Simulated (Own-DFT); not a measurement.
# Computed records: GaN (wurtzite, strained, atoms displaced)

Computed with Own-DFT development build. A calculation, not a measurement: plane-wave PBE density functional theory by an unreviewed code, no spin, of a simulated periodic cell, stress positive in tension, free energy of the whole cell less one offset for each atom, forces on such cells passed a denser k mesh, this cell's mesh not checked; offsets are fitted by least squares, one for each functional and potential file, so energies compare only between cells with the same atoms and settings and are not formation energies; the far tail of each file's local potential was reset to the Coulomb form; each entry is a single point on an unrelaxed cell, so the pressure reflects the starting lattice, mostly measured values (interpolated for alloys), from which strain is counted, and rises with the displacements; printed positions are rounded, which can move forces by about a meV/angstrom; the program, named Own-DFT, is a retired in-house code; no spin-orbit coupling.

Settings shared by all entries: functional PBE; potential files PseudoDojo norm-conserving, scalar-relativistic, standard set with the stringent files for Ga; wave cutoff 96 hartree; occupations Gaussian; smearing width 0.01 eV; k mesh 3 x 4 x 3 centred on Gamma.

(1) 
```cif
# cell vector a (Å): 12.7560 0.0000 0.0000
# cell vector b (Å): -4.7835 8.2853 0.0000
# cell vector c (Å): 0.0000 0.0000 10.2144
data_GaN
_symmetry_space_group_name_H-M 'P 1'
_symmetry_Int_Tables_number 1
_cell_length_a 12.7560
_cell_length_b 9.5670
_cell_length_c 10.2144
_cell_angle_alpha 90.000
_cell_angle_beta 90.000
_cell_angle_gamma 120.000
_cell_volume 1079.53
loop_
_atom_site_label
_atom_site_type_symbol
_atom_site_fract_x
_atom_site_fract_y
_atom_site_fract_z
_atom_site_occupancy
Ga1 Ga 0.07896 0.22320 0.99274 1
Ga2 Ga 0.16520 0.11012 0.25040 1
N1 N 0.08373 0.22461 0.18723 1
N2 N 0.16998 0.12059 0.43437 1
Ga3 Ga 0.07919 0.21700 0.50446 1
Ga4 Ga 0.16285 0.10791 0.75733 1
N3 N 0.07750 0.21128 0.68760 1
N4 N 0.16482 0.11771 0.93627 1
Ga5 Ga 0.07848 0.55464 0.99837 1
Ga6 Ga 0.16816 0.44943 0.24493 1
N5 N 0.07629 0.55252 0.18542 1
N6 N 0.16517 0.44456 0.43385 1
Ga7 Ga 0.08401 0.55386 0.50694 1
Ga8 Ga 0.16607 0.44765 0.74918 1
N7 N 0.07980 0.54604 0.68933 1
N8 N 0.16745 0.43994 0.93464 1
Ga9 Ga 0.08701 0.88888 0.99998 1
Ga10 Ga 0.16268 0.77090 0.24718 1
N9 N 0.08378 0.88866 0.19016 1
N10 N 0.16417 0.77901 0.44399 1
Ga11 Ga 0.09539 0.89286 0.50037 1
Ga12 Ga 0.16733 0.78365 0.75206 1
N11 N 0.09104 0.89436 0.68167 1
N12 N 0.16543 0.78620 0.93585 1
Ga13 Ga 0.33544 0.21763 0.99974 1
Ga14 Ga 0.41848 0.11138 0.24464 1
N13 N 0.32811 0.23046 0.19265 1
N14 N 0.41157 0.11176 0.43406 1
Ga15 Ga 0.33285 0.21689 0.50054 1
Ga16 Ga 0.41033 0.10606 0.75343 1
N15 N 0.32488 0.21748 0.70083 1
N16 N 0.41934 0.11382 0.94014 1
Ga17 Ga 0.33454 0.55778 0.00527 1
Ga18 Ga 0.41025 0.44835 0.24515 1
N17 N 0.33411 0.55597 0.18748 1
N18 N 0.41258 0.43872 0.43676 1
Ga19 Ga 0.33823 0.56017 0.49958 1
Ga20 Ga 0.42139 0.45357 0.75717 1
N19 N 0.33316 0.55326 0.68699 1
N20 N 0.41623 0.44375 0.93420 1
Ga21 Ga 0.33185 0.89707 0.00539 1
Ga22 Ga 0.42207 0.77526 0.24883 1
N21 N 0.33466 0.90117 0.18741 1
N22 N 0.40928 0.76690 0.44222 1
Ga23 Ga 0.33080 0.88832 0.50278 1
Ga24 Ga 0.41311 0.77558 0.75051 1
N23 N 0.33678 0.88891 0.69532 1
N24 N 0.42168 0.77779 0.93482 1
Ga25 Ga 0.57990 0.21584 0.99887 1
Ga26 Ga 0.66647 0.11026 0.25746 1
N25 N 0.57867 0.21142 0.19339 1
N26 N 0.66825 0.10671 0.43995 1
Ga27 Ga 0.58536 0.22608 0.49897 1
Ga28 Ga 0.66228 0.11155 0.74543 1
N27 N 0.58749 0.22406 0.69540 1
N28 N 0.66294 0.11418 0.94825 1
Ga29 Ga 0.59212 0.55268 0.99705 1
Ga30 Ga 0.66139 0.43826 0.25270 1
N29 N 0.58150 0.54984 0.17936 1
N30 N 0.65877 0.44439 0.44238 1
Ga31 Ga 0.58057 0.55444 0.49877 1
Ga32 Ga 0.66490 0.43948 0.73989 1
N31 N 0.58022 0.54799 0.69064 1
N32 N 0.66676 0.46537 0.93702 1
Ga33 Ga 0.58434 0.89332 0.99439 1
Ga34 Ga 0.67294 0.78581 0.25525 1
N33 N 0.58477 0.88550 0.19173 1
N34 N 0.66527 0.77427 0.43876 1
Ga35 Ga 0.57242 0.88197 0.49774 1
Ga36 Ga 0.66445 0.77420 0.75394 1
N35 N 0.57946 0.88536 0.69069 1
N36 N 0.66708 0.76921 0.93761 1
Ga37 Ga 0.83239 0.21702 0.99119 1
Ga38 Ga 0.92320 0.11125 0.24498 1
N37 N 0.83118 0.22711 0.19091 1
N38 N 0.91863 0.10438 0.43275 1
Ga39 Ga 0.82796 0.21395 0.50021 1
Ga40 Ga 0.91119 0.10845 0.75524 1
N39 N 0.83884 0.22603 0.68867 1
N40 N 0.91550 0.11957 0.92618 1
Ga41 Ga 0.83840 0.54661 0.00321 1
Ga42 Ga 0.91164 0.44470 0.25664 1
N41 N 0.83746 0.56439 0.20227 1
N42 N 0.92153 0.45491 0.44236 1
Ga43 Ga 0.82975 0.55134 0.50023 1
Ga44 Ga 0.92055 0.44474 0.75649 1
N43 N 0.83691 0.56650 0.68209 1
N44 N 0.91263 0.43683 0.94380 1
Ga45 Ga 0.83787 0.89487 0.99495 1
Ga46 Ga 0.91459 0.77936 0.24402 1
N45 N 0.83368 0.90346 0.18905 1
N46 N 0.91465 0.77978 0.44206 1
Ga47 Ga 0.83148 0.88512 0.49825 1
Ga48 Ga 0.91700 0.77529 0.74801 1
N47 N 0.82983 0.88064 0.69272 1
N48 N 0.91984 0.78500 0.94026 1
_calc_free_energy_of_cell_above_offsets '-3.196'  # eV
_calc_pressure 10.4  # GPa
_calc_stress_xx -9  # GPa
_calc_stress_yy -7.9  # GPa
_calc_stress_zz -14.31  # GPa
_calc_stress_yz -0.66  # GPa
_calc_stress_xz 0.79  # GPa
_calc_stress_xy 1.29  # GPa
```

Force:
```csv
element,x (eV/Å),y (eV/Å),z (eV/Å)
Ga,0.739,-0.011,1.045
Ga,-0.26,0.219,-0.361
N,0.367,0.337,-0.998
N,0.058,-1.136,1.045
Ga,0.404,0.566,-1.079
Ga,-0.401,0.189,-1.7
N,-0.269,0.994,1.026
N,0.757,-1.028,1.888
Ga,1.363,0.186,-0.142
Ga,-0.662,-0.767,0.604
N,0.74,0.285,0.135
N,0.22,0.159,0.794
Ga,0.125,-0.004,-1.488
Ga,1.246,-1.361,-0.522
N,-0.096,1.791,1.113
N,-0.922,1.486,0.925
Ga,-1.87,1.312,0.429
Ga,0.094,0.763,0.786
N,-0.075,-0.053,-0.265
N,2.064,-1.214,-1.269
Ga,-3.328,1.013,-0.936
Ga,0.305,-0.761,-1.046
N,-0.839,-0.714,1.746
N,1.502,-1.383,0.613
Ga,-1.714,1.557,0.267
Ga,-1.943,1.165,1.076
N,1.599,-1.178,-1.237
N,1.876,-0.724,0.859
Ga,-1.192,1.024,0.863
Ga,0.126,1.16,-0.63
N,1.636,0.776,-1.508
N,-0.288,-0.591,0.029
Ga,0.508,-0.38,-2.027
Ga,2.487,-0.527,0.834
N,-1.425,1.076,0.252
N,0.281,0.735,0.118
Ga,-0.703,-2.923,0.287
Ga,-0.713,-1.432,-1.687
N,-0.375,0.368,0.32
N,0.164,0.081,2.601
Ga,1.083,-1.243,-1.325
Ga,-1.236,0.604,0.068
N,0.415,-2.634,0.725
N,-0.403,2.338,-1.282
Ga,0.129,0.2,-0.341
Ga,0.811,-0.63,-0.114
N,-1.004,-0.057,-0.932
N,-1.61,0.111,1.374
Ga,-0.234,2.282,0.798
Ga,0.572,-0.291,-1.779
N,0.721,1.397,-0.693
N,-1.54,-0.089,0.965
Ga,-0.652,-0.997,0.174
Ga,1.775,-0.707,0.883
N,-1.635,-0.874,-1.389
N,1.329,-0.231,-2.002
Ga,-5.683,2.06,1.633
Ga,-0.185,0.617,-0.645
N,-0.2,0.661,2.248
N,1.609,-0.476,-0.368
Ga,-1.111,0.056,0.443
Ga,0.353,1.925,1.597
N,0.001,0.882,-0.84
N,6.829,-4.788,-2.125
Ga,1.005,-1.237,0.935
Ga,-0.299,-1.462,-1.344
N,-0.301,0.624,-0.466
N,-0.804,0.338,0.674
Ga,1.62,0.216,0.676
Ga,0.209,-0.239,-0.97
N,0.297,0.381,-0.372
N,-0.675,2.166,0.731
Ga,-1.197,-0.023,2.349
Ga,-1.465,1.773,0.903
N,0.583,-0.542,-0.588
N,-1.289,0.555,0.874
Ga,1.977,1.171,-0.294
Ga,0.981,-0.769,-4.24
N,-1.548,-0.409,0.255
N,0.69,-1,3.818
Ga,-2.955,1.737,0.602
Ga,0.81,-0.292,-0.189
N,-0.954,-1.931,-1.938
N,-0.38,-1.77,0.253
Ga,0.098,1.287,-1.069
Ga,-1.364,0.065,-1.44
N,0.5,-2.272,1.715
N,0.683,0.491,-0.956
Ga,-0.848,-0.555,0.371
Ga,-0.09,1.502,1.579
N,1.002,-2.031,-1.349
N,1.111,-0.335,-0.799
Ga,0.179,0.349,0.77
Ga,0.188,1.188,0.084
N,-0.368,0.96,-0.403
N,0.88,-1.103,-0.009
```

(2) 
```cif
# cell vector a (Å): 12.7560 0.0000 0.0000
# cell vector b (Å): -4.7835 8.2853 0.0000
# cell vector c (Å): 0.0000 0.0000 10.2144
data_GaN
_symmetry_space_group_name_H-M 'P 1'
_symmetry_Int_Tables_number 1
_cell_length_a 12.7560
_cell_length_b 9.5670
_cell_length_c 10.2144
_cell_angle_alpha 90.000
_cell_angle_beta 90.000
_cell_angle_gamma 120.000
_cell_volume 1079.53
loop_
_atom_site_label
_atom_site_type_symbol
_atom_site_fract_x
_atom_site_fract_y
_atom_site_fract_z
_atom_site_occupancy
Ga1 Ga 0.08116 0.21463 0.00407 1
Ga2 Ga 0.16152 0.10683 0.25012 1
N1 N 0.08498 0.21507 0.19193 1
N2 N 0.16970 0.11147 0.44300 1
Ga3 Ga 0.08636 0.22128 0.50225 1
Ga4 Ga 0.16326 0.11851 0.74699 1
N3 N 0.08423 0.23373 0.68478 1
N4 N 0.16919 0.12486 0.93036 1
Ga5 Ga 0.08065 0.55245 0.99645 1
Ga6 Ga 0.16188 0.43794 0.24626 1
N5 N 0.09013 0.55492 0.19243 1
N6 N 0.16426 0.45108 0.44554 1
Ga7 Ga 0.08719 0.55801 0.50056 1
Ga8 Ga 0.16236 0.44094 0.75338 1
N7 N 0.08890 0.55306 0.69242 1
N8 N 0.16639 0.44732 0.94426 1
Ga9 Ga 0.08600 0.89788 0.00155 1
Ga10 Ga 0.17111 0.78216 0.25066 1
N9 N 0.09158 0.89315 0.19343 1
N10 N 0.16784 0.78247 0.43653 1
Ga11 Ga 0.07994 0.87976 0.49491 1
Ga12 Ga 0.16324 0.78124 0.75180 1
N11 N 0.09203 0.89714 0.68425 1
N12 N 0.16802 0.76939 0.93836 1
Ga13 Ga 0.34283 0.23268 0.00555 1
Ga14 Ga 0.41890 0.10732 0.25521 1
N13 N 0.34087 0.22903 0.18553 1
N14 N 0.41961 0.12724 0.43763 1
Ga15 Ga 0.33071 0.21748 0.50108 1
Ga16 Ga 0.41449 0.11063 0.75178 1
N15 N 0.32764 0.21976 0.68242 1
N16 N 0.42512 0.11458 0.94033 1
Ga17 Ga 0.33886 0.56715 0.99371 1
Ga18 Ga 0.42219 0.46149 0.26454 1
N17 N 0.34000 0.55309 0.18857 1
N18 N 0.42091 0.45332 0.44341 1
Ga19 Ga 0.33477 0.55315 0.50186 1
Ga20 Ga 0.41501 0.45335 0.75488 1
N19 N 0.33451 0.56008 0.68502 1
N20 N 0.41422 0.43740 0.94034 1
Ga21 Ga 0.32719 0.88538 0.00873 1
Ga22 Ga 0.42065 0.78677 0.25275 1
N21 N 0.33799 0.89055 0.18975 1
N22 N 0.41417 0.78455 0.43715 1
Ga23 Ga 0.33408 0.89363 0.49847 1
Ga24 Ga 0.41967 0.76721 0.74804 1
N23 N 0.33276 0.88522 0.68721 1
N24 N 0.41597 0.77569 0.93745 1
Ga25 Ga 0.58620 0.22312 0.00028 1
Ga26 Ga 0.66134 0.10301 0.24169 1
N25 N 0.57682 0.23019 0.18986 1
N26 N 0.66506 0.10740 0.44136 1
Ga27 Ga 0.57785 0.21760 0.49532 1
Ga28 Ga 0.66248 0.10671 0.75034 1
N27 N 0.57880 0.22142 0.69012 1
N28 N 0.66763 0.10884 0.93891 1
Ga29 Ga 0.58251 0.55391 0.00264 1
Ga30 Ga 0.66483 0.43915 0.25297 1
N29 N 0.57968 0.55722 0.19067 1
N30 N 0.66921 0.44525 0.44186 1
Ga31 Ga 0.58359 0.55361 0.49479 1
Ga32 Ga 0.66975 0.45413 0.75088 1
N31 N 0.58526 0.55853 0.69010 1
N32 N 0.66188 0.44322 0.93114 1
Ga33 Ga 0.58548 0.88889 0.00322 1
Ga34 Ga 0.66696 0.77990 0.24529 1
N33 N 0.58731 0.89219 0.18402 1
N34 N 0.67370 0.77878 0.43571 1
Ga35 Ga 0.58155 0.89263 0.50003 1
Ga36 Ga 0.65960 0.76129 0.74710 1
N35 N 0.58422 0.89038 0.69171 1
N36 N 0.66515 0.76867 0.93811 1
Ga37 Ga 0.83594 0.22419 0.99303 1
Ga38 Ga 0.91166 0.10890 0.25811 1
N37 N 0.82601 0.22334 0.18244 1
N38 N 0.91479 0.11703 0.44478 1
Ga39 Ga 0.83626 0.21608 0.50745 1
Ga40 Ga 0.91882 0.11076 0.74823 1
N39 N 0.83506 0.23652 0.68378 1
N40 N 0.91926 0.11459 0.94163 1
Ga41 Ga 0.83029 0.55199 0.00620 1
Ga42 Ga 0.91817 0.44741 0.25814 1
N41 N 0.83588 0.56522 0.18924 1
N42 N 0.91040 0.44480 0.43775 1
Ga43 Ga 0.83136 0.55183 0.49700 1
Ga44 Ga 0.91400 0.44335 0.75697 1
N43 N 0.83332 0.55211 0.68435 1
N44 N 0.91674 0.45510 0.93590 1
Ga45 Ga 0.84318 0.89956 0.99917 1
Ga46 Ga 0.92336 0.79033 0.25795 1
N45 N 0.83403 0.88954 0.19267 1
N46 N 0.91395 0.78165 0.44101 1
Ga47 Ga 0.83573 0.89276 0.50336 1
Ga48 Ga 0.92336 0.77596 0.74924 1
N47 N 0.83644 0.89171 0.69248 1
N48 N 0.91005 0.76533 0.93262 1
_calc_free_energy_of_cell_above_offsets '-4.061'  # eV
_calc_pressure 10.03  # GPa
_calc_stress_xx -7.24  # GPa
_calc_stress_yy -7.71  # GPa
_calc_stress_zz -15.12  # GPa
_calc_stress_yz -0.73  # GPa
_calc_stress_xz 0.07  # GPa
_calc_stress_xy 1.17  # GPa
```

Force:
```csv
element,x (eV/Å),y (eV/Å),z (eV/Å)
Ga,0.134,1.793,-0.173
Ga,2.528,1.474,0.672
N,-1.974,0.29,0.053
N,-1.127,-0.579,-0.902
Ga,-0.478,0.716,-1.036
Ga,0.904,-0.18,-0.66
N,0.089,-1.599,0.771
N,0.957,-1.486,1.499
Ga,0.11,0.1,1.022
Ga,1.905,0.579,0.847
N,-1.864,0.503,-0.719
N,1.987,-1.466,-1.459
Ga,-1.648,0.273,0.656
Ga,0.933,1.178,0.495
N,-2.194,0.961,-0.344
N,0.527,-0.936,-0.313
Ga,0.238,-0.826,-0.877
Ga,0.496,-1.033,-0.216
N,-1.061,-0.682,-0.928
N,0.393,-0.549,0.213
Ga,-0.159,1.193,0.735
Ga,1.847,-0.535,-0.548
N,-1.375,-0.483,0.306
N,-1.402,1.503,0.658
Ga,-0.177,-1.799,-0.729
Ga,-1.765,1.093,-1.244
N,-0.877,-0.604,2.32
N,0.201,-2.113,0.028
Ga,-0.226,1.36,-0.252
Ga,-0.126,-0.263,-0.261
N,0.43,0.964,1.777
N,-1.643,-1.117,0.217
Ga,0.046,-2.326,1.652
Ga,0.479,-2.085,-2.368
N,-2.217,1.271,-0.12
N,-0.283,-1.183,0.912
Ga,-1.24,0.861,-0.787
Ga,1.039,-1.674,-0.944
N,-0.193,-1.483,0.857
N,-0.296,2.249,-0.669
Ga,1.217,0.855,-2.239
Ga,0.551,-1.808,-0.776
N,-0.539,0.004,0.818
N,0.951,-0.637,0.5
Ga,-0.367,0.384,0.84
Ga,-1.692,2.339,0.347
N,0.066,0.168,0.378
N,0.112,1.663,0.081
Ga,-0.057,0.326,-0.321
Ga,-0.228,2.128,1.372
N,2.138,-1.359,-0.428
N,0.07,0.725,-1.022
Ga,1.502,0.915,1.47
Ga,-0.172,1.131,-0.403
N,0.587,0.46,-0.426
N,0.142,0.275,0.141
Ga,-0.112,-0.321,-0.018
Ga,-0.165,1.845,-0.124
N,1.286,0.131,0.226
N,-0.772,-0.609,-0.449
Ga,0.693,0.852,0.922
Ga,0.322,-1.463,-1.247
N,-0.747,-2.085,-1.376
N,0.956,0.006,2.208
Ga,0.064,-0.637,-2.066
Ga,0.567,-0.513,0.564
N,-0.681,-0.91,1.041
N,-1.438,0.118,0.385
Ga,0.816,-0.915,0.129
Ga,0.454,3.585,0.982
N,0.652,-0.825,-0.586
N,0.041,1.487,0.354
Ga,-0.674,0.444,0.627
Ga,-0.242,0.668,-1.169
N,1.345,0.325,0.79
N,2.123,-0.91,-0.65
Ga,-2.558,1.596,-1.481
Ga,-0.916,0.534,0.049
N,0.438,-2.15,2.463
N,-0.02,0.221,-0.94
Ga,-0.827,0.221,-0.755
Ga,-0.177,-0.127,-2.015
N,0.2,-0.424,1.116
N,1.84,-0.347,1.103
Ga,-0.193,0.643,0.548
Ga,0.506,1.06,-2.094
N,0.022,0.864,0.503
N,0.498,-1.397,1.479
Ga,-0.873,-2.221,-0.033
Ga,-0.291,-1.199,-1.362
N,0.344,0.64,-0.7
N,0.875,-0.385,0.381
Ga,-0.548,-0.14,0.256
Ga,-0.669,0.059,-0.938
N,-0.053,-0.571,-0.062
N,0.714,1.925,1.468
```
